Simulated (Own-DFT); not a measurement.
# How strain changes the stress of wurtzite AlN, 128 atoms (Al64N64)

These are calculations, not measurements. The program, named Own-DFT, is a retired in-house plane-wave density functional code that no person has reviewed. Each row is one single-point run on a periodic cell that was not relaxed, without spin or spin-orbit coupling.

Settings of every run: PBE; PseudoDojo norm-conserving scalar-relativistic files; cutoff 42 hartree; 3 x 3 x 3 k mesh centred on Gamma; Gaussian smearing of 0.01 eV.

Known limits: k mesh not checked against a denser one; stress not checked against mesh or cutoff.

Unstrained cell vectors in Å: (12.448, 0.000, 0.000); (-6.224, 10.780, 0.000); (0.000, 0.000, 9.964). The unstrained cell has measured lattice constants (interpolated for alloys), not those of this functional. That, the random moves and any unrelaxed bonds set the pressure at no strain. Each run strains this cell uniformly, with the atoms carried along. Every atom was also moved at random, by a Gaussian of width 0.05 Å on each axis. Strain is the symmetric tensor, in per cent. Stress is positive in tension, and the pressure is minus a third of its trace.

```
run,e_xx (%),e_yy (%),e_zz (%),e_yz (%),e_xz (%),e_xy (%),s_xx (GPa),s_yy (GPa),s_zz (GPa),s_yz (GPa),s_xz (GPa),s_xy (GPa),P (GPa),E (meV/atom)
1,1.85,1.09,-1.07,-1.07,1.57,-1.92,3.59,-0.33,-10.17,-2.67,4.15,-6.29,2.30,21.3
2,1.81,1.04,-0.02,-1.28,-0.67,-0.23,3.56,1.27,-3.48,-3.26,-0.89,-0.97,-0.45,0.0
3,-0.68,0.98,-1.28,1.51,-1.99,-1.71,-8.03,-3.02,-12.86,3.51,-5.66,-6.40,7.97,30.8
4,1.95,-1.36,-1.37,-1.57,-1.01,-1.67,-0.05,-11.51,-12.32,-4.50,-2.99,-7.03,7.96,41.0
5,-0.79,-1.98,0.60,-1.80,0.10,1.06,-12.20,-15.88,-4.18,-3.83,0.52,1.87,10.75,31.2
6,-0.10,1.32,1.87,-0.55,-1.38,0.97,-2.94,0.85,3.21,-1.85,-2.60,2.57,-0.37,10.3
7,0.83,0.27,-0.35,-1.25,1.64,0.50,-2.66,-3.21,-6.09,-3.78,3.95,2.56,3.99,10.4
8,0.03,-0.88,1.44,0.92,-0.35,0.98,-6.23,-7.81,-0.02,2.21,-0.83,4.42,4.69,10.8
9,-0.01,-1.23,-1.16,1.36,-1.60,0.50,-9.47,-13.11,-10.36,3.45,-4.87,2.33,10.98,32.4
10,-0.61,0.85,1.90,-0.07,1.22,-1.86,-8.56,-0.35,2.45,-0.64,4.02,-6.38,2.15,23.8
11,-0.08,-0.67,0.26,-0.24,1.84,1.28,-7.70,-9.40,-4.64,-0.63,4.60,5.48,7.24,27.5
12,-0.85,0.41,-0.79,0.20,-1.89,-0.08,-8.72,-6.18,-10.90,0.88,-4.82,-0.98,8.60,28.4
13,-1.17,0.15,1.25,0.92,-1.78,-0.37,-9.81,-5.49,-0.77,2.88,-3.74,-0.15,5.35,18.6
14,0.38,1.64,-1.38,-1.62,-1.17,0.02,-4.24,1.08,-9.47,-3.70,-3.00,1.02,4.21,18.4
15,0.50,-1.99,0.67,0.44,1.41,-0.61,-4.11,-13.68,-4.72,1.38,3.97,-1.68,7.50,16.4
16,1.15,-1.12,-1.00,0.27,-1.06,-0.46,?,?,?,?,?,?,?,?
```

E is the free energy for each atom above the lowest run shown.

## Worked fit

Each stress component was fitted by least squares to a constant and the strains of the runs shown, as fractions, with shears doubled. Shear strains stay in the fit of a normal stress only where such slopes are resolved. The slopes, in GPa:

```
stress  at no strain  per e_xx  per e_yy  per e_zz  scatter
  s_xx          -6.1  456 ± 31  120 ± 24   63 ± 27     1.09
  s_yy          -6.0  121 ± 17  466 ± 13  100 ± 15     0.61
  s_zz          -5.9   61 ± 30   56 ± 23  450 ± 26     1.05
```

Each shear stress against twice its own strain: yz 120 ± 7, xz 125 ± 3, xy 190 ± 11 GPa. These are stiffnesses along x, y and z of the frame in which the cell vectors are given, which need not be the crystal's axes. The atoms are held to the strained lattice; where symmetry lets them move under strain, relaxing them would lower some slopes. The table should be nearly symmetric about its diagonal, and what it lacks of that shows the noise. A ninth of its sum, 210 ± 5 GPa, estimates the bulk modulus near the mean pressure of these runs, 5.5 GPa, so it lies above the value at zero pressure.

## Withheld run

Question: what normal stresses and pressure should run 16 give?

The fit gives s_xx = -2.8, s_yy = -10.8, s_zz = -10.3 and P = 8.0 GPa. The calculation gave -2.16, -10.19, -10.25 and P = 7.53 GPa.
